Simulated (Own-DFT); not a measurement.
## Calculated data, Si$_{2}$SnGe$_{13}$ (diamond-structure random alloy, strained, atoms displaced)

A calculation, not a measurement: plane-wave density functional theory by an unreviewed code, no spin, of a simulated periodic cell, stress positive in tension, run twice, with PBE and with PBEsol, both on files made for PBE, so the change isn't that of files made for PBEsol, forces on such cells moved up to 12 meV/angstrom on a denser k mesh; the far tail of each file's local potential was reset to the Coulomb form; each entry is a single point on an unrelaxed cell, so the pressure reflects the starting lattice, mostly measured values (interpolated for alloys), from which strain is counted, and rises with the displacements; printed positions are rounded, which can move forces by about a meV/angstrom; the program, named Own-DFT, is a retired in-house code; no spin-orbit coupling; stress was not checked against mesh or cutoff. Program: Own-DFT development build.

Si$_{2}$SnGe$_{13}$ (diamond-structure random alloy, strained, atoms displaced)

```
CELL_PARAMETERS angstrom
11.13590 0.00000 0.00000
0.00000 11.13590 0.00000
0.00000 0.00000 11.36310
ATOMIC_POSITIONS crystal
Sn 0.99399 0.00213 0.99097
Ge 0.99635 0.25014 0.25262
Ge 0.24625 0.99433 0.24731
Ge 0.25133 0.24523 0.99985
Ge 0.11958 0.12886 0.12351
Ge 0.12980 0.36685 0.37616
Ge 0.37682 0.12181 0.37385
Ge 0.37967 0.37900 0.12773
Ge 0.00232 0.00254 0.49479
Ge 0.99766 0.25724 0.75161
Ge 0.24666 0.00156 0.74231
Ge 0.24768 0.24822 0.50468
Ge 0.12294 0.12818 0.62314
Ge 0.13450 0.38230 0.87411
Ge 0.37557 0.12413 0.87166
Ge 0.37586 0.36665 0.62549
Ge 0.00515 0.50145 0.00258
Ge 0.99626 0.74515 0.25185
Sn 0.25384 0.50173 0.25592
Ge 0.24505 0.74377 0.00011
Ge 0.11783 0.61844 0.11785
Ge 0.12267 0.86482 0.36581
Ge 0.37869 0.62813 0.37425
Ge 0.37985 0.88036 0.13534
Ge 0.99327 0.49567 0.49420
Ge 0.00671 0.75498 0.74314
Ge 0.24606 0.50963 0.74796
Ge 0.25116 0.74899 0.50543
Ge 0.12490 0.62725 0.62360
Si 0.12174 0.87449 0.87521
Ge 0.37197 0.62424 0.87424
Ge 0.37662 0.88295 0.61995
Ge 0.49733 0.00226 0.00319
Si 0.50075 0.25228 0.24868
Ge 0.75502 0.00151 0.24800
Ge 0.75282 0.25535 0.00967
Ge 0.62748 0.11132 0.12292
Si 0.62315 0.37409 0.37282
Ge 0.87068 0.12339 0.38035
Ge 0.87313 0.37116 0.12746
Ge 0.50160 0.99852 0.51104
Ge 0.49724 0.25781 0.75062
Ge 0.75249 0.99740 0.74877
Ge 0.74917 0.24288 0.49354
Ge 0.61506 0.13155 0.63087
Ge 0.62038 0.37338 0.87549
Ge 0.86594 0.12068 0.87338
Si 0.87527 0.37305 0.62398
Si 0.50012 0.50133 0.99333
Si 0.49379 0.74618 0.24595
Si 0.74863 0.49875 0.25561
Sn 0.74441 0.74780 0.00030
Si 0.62043 0.63116 0.12411
Ge 0.62755 0.87902 0.37227
Ge 0.88511 0.62838 0.37411
Ge 0.87283 0.86633 0.12120
Ge 0.49341 0.50044 0.49625
Ge 0.49404 0.75569 0.74911
Ge 0.75126 0.49847 0.74111
Ge 0.74636 0.75724 0.50722
Ge 0.62680 0.62598 0.62152
Ge 0.62623 0.87160 0.87682
Sn 0.87855 0.61846 0.87475
Ge 0.88300 0.86970 0.63000
```

```
functional                                        : PBE, then PBEsol
potential files                                   : PseudoDojo norm-conserving, scalar-relativistic, standard set
wave cutoff                                       : 49 hartree
occupations                                       : Fermi-Dirac
smearing width                                    : 0.1 eV
k mesh                                            : 3 x 3 x 3 centred on Gamma
PBE pressure                                      : 8 GPa
PBE stress xx                                     : -8.62 GPa
PBE stress yy                                     : -8.36 GPa
PBE stress zz                                     : -7.02 GPa
PBE stress yz                                     : 0.45 GPa
PBE stress xz                                     : -0.92 GPa
PBE stress xy                                     : -0.05 GPa
PBEsol pressure                                   : 4.93 GPa
PBEsol stress xx                                  : -5.54 GPa
PBEsol stress yy                                  : -5.3 GPa
PBEsol stress zz                                  : -3.95 GPa
PBEsol stress yz                                  : 0.43 GPa
PBEsol stress xz                                  : -0.86 GPa
PBEsol stress xy                                  : -0.05 GPa
rms change of force components from PBE to PBEsol : 0.045 eV/Å
```

Force:
```tsv
force element	PBE force x (eV/Å)	PBE force y (eV/Å)	PBE force z (eV/Å)	PBEsol force x (eV/Å)	PBEsol force y (eV/Å)	PBEsol force z (eV/Å)
Sn	0.837	-0.762	1.383	0.756	-0.693	1.39
Ge	0.114	-0.341	0.345	0.114	-0.331	0.328
Ge	-0.31	1.127	0.416	-0.29	1.082	0.4
Ge	0.341	0.842	0.164	0.324	0.822	0.154
Ge	0.806	0.048	0.813	0.785	0.048	0.788
Ge	-1.357	-0.105	0.797	-1.321	-0.102	0.779
Ge	-0.049	0.27	0.125	-0.083	0.229	0.159
Ge	1.042	-1.231	-1.696	0.947	-1.193	-1.646
Ge	0.095	-0.975	0.324	0.081	-0.938	0.318
Ge	0.029	-0.393	0.207	0.067	-0.416	0.228
Ge	-0.171	-0.432	1.127	-0.132	-0.384	1.051
Ge	0.714	-0.56	-0.665	0.682	-0.542	-0.64
Ge	-0.653	0.025	0.406	-0.611	0.025	0.385
Ge	-0.636	-0.789	0.378	-0.621	-0.758	0.366
Ge	-0.271	-0.111	-0.062	-0.265	-0.096	-0.056
Ge	-0.943	1.841	-0.334	-0.913	1.778	-0.326
Ge	-0.291	-2.763	0.068	-0.266	-2.664	0.067
Ge	0.535	0.258	-1.832	0.518	0.249	-1.763
Sn	-1.157	0.04	-0.911	-1.124	0.029	-0.888
Ge	0.354	1.31	0.099	0.357	1.217	0.112
Ge	0.663	1.646	1.437	0.639	1.593	1.383
Ge	0.506	0.729	1.26	0.489	0.71	1.213
Ge	0.576	1.603	1.216	0.518	1.504	1.229
Ge	-0.59	-1.068	-1.35	-0.611	-0.98	-1.333
Ge	1.012	-0.405	0.862	1.015	-0.344	0.791
Ge	0.826	-0.33	1.201	0.763	-0.349	1.114
Ge	0.948	-0.973	-0.443	0.909	-0.938	-0.407
Ge	0.218	0.411	-0.944	0.207	0.393	-0.918
Ge	-0.673	-0.629	-0.8	-0.639	-0.597	-0.762
Si	1.829	-0.87	-1.278	1.793	-0.864	-1.26
Ge	0.524	0.198	0.146	0.459	0.223	0.102
Ge	-1.035	-1.141	0.912	-0.995	-1.102	0.886
Ge	0.014	-0.761	-1.045	0.031	-0.739	-1.002
Si	0.58	-0.661	0.012	0.519	-0.687	-0.031
Ge	0.247	-0.757	0.147	0.225	-0.736	0.141
Ge	-1.239	-1.365	-1.415	-1.192	-1.336	-1.376
Ge	-0.257	2.203	0.674	-0.221	2.103	0.629
Si	0.021	-0.019	-0.063	0.02	-0.026	0.026
Ge	0.794	-0.325	-1.136	0.767	-0.314	-1.104
Ge	0.554	1.715	0.751	0.567	1.615	0.695
Ge	0.656	0.861	-2.065	0.621	0.838	-1.99
Ge	0.031	-0.824	0.886	0.034	-0.807	0.851
Ge	-1.006	-0.026	-0.485	-0.971	-0.021	-0.444
Ge	-0.951	1.599	1.363	-0.909	1.485	1.319
Ge	1.476	-0.556	-0.27	1.422	-0.556	-0.273
Ge	1.04	0.716	0.287	1.03	0.659	0.234
Ge	-0.983	2.809	-1.139	-0.951	2.712	-1.102
Si	-0.472	-0.263	-0.699	-0.458	-0.258	-0.683
Si	0.078	0.356	0.995	0.038	0.314	0.933
Si	1.317	0.425	0.593	1.236	0.464	0.626
Si	-0.312	0.594	-0.532	-0.226	0.595	-0.531
Sn	-0.421	-0.212	0.573	-0.354	-0.137	0.507
Si	-1.315	-2.549	1.581	-1.244	-2.479	1.51
Ge	-0.719	-0.516	-0.022	-0.659	-0.471	0.019
Ge	-2.605	-0.617	0.721	-2.469	-0.58	0.715
Ge	0.87	1.154	2.293	0.84	1.127	2.232
Ge	1.159	-0.658	0.383	1.091	-0.601	0.397
Ge	0.454	-0.522	-0.054	0.445	-0.5	-0.05
Ge	-0.925	-1.216	-0.282	-0.933	-1.137	-0.24
Ge	0.875	-0.371	-1.095	0.849	-0.356	-1.049
Ge	-1.061	-0.145	0.314	-1.02	-0.134	0.305
Ge	-1.77	1.978	-1.542	-1.716	1.921	-1.503
Sn	0.832	-0.001	-1.826	0.813	-0.003	-1.776
Ge	-0.794	1.487	-1.275	-0.775	1.43	-1.231
```
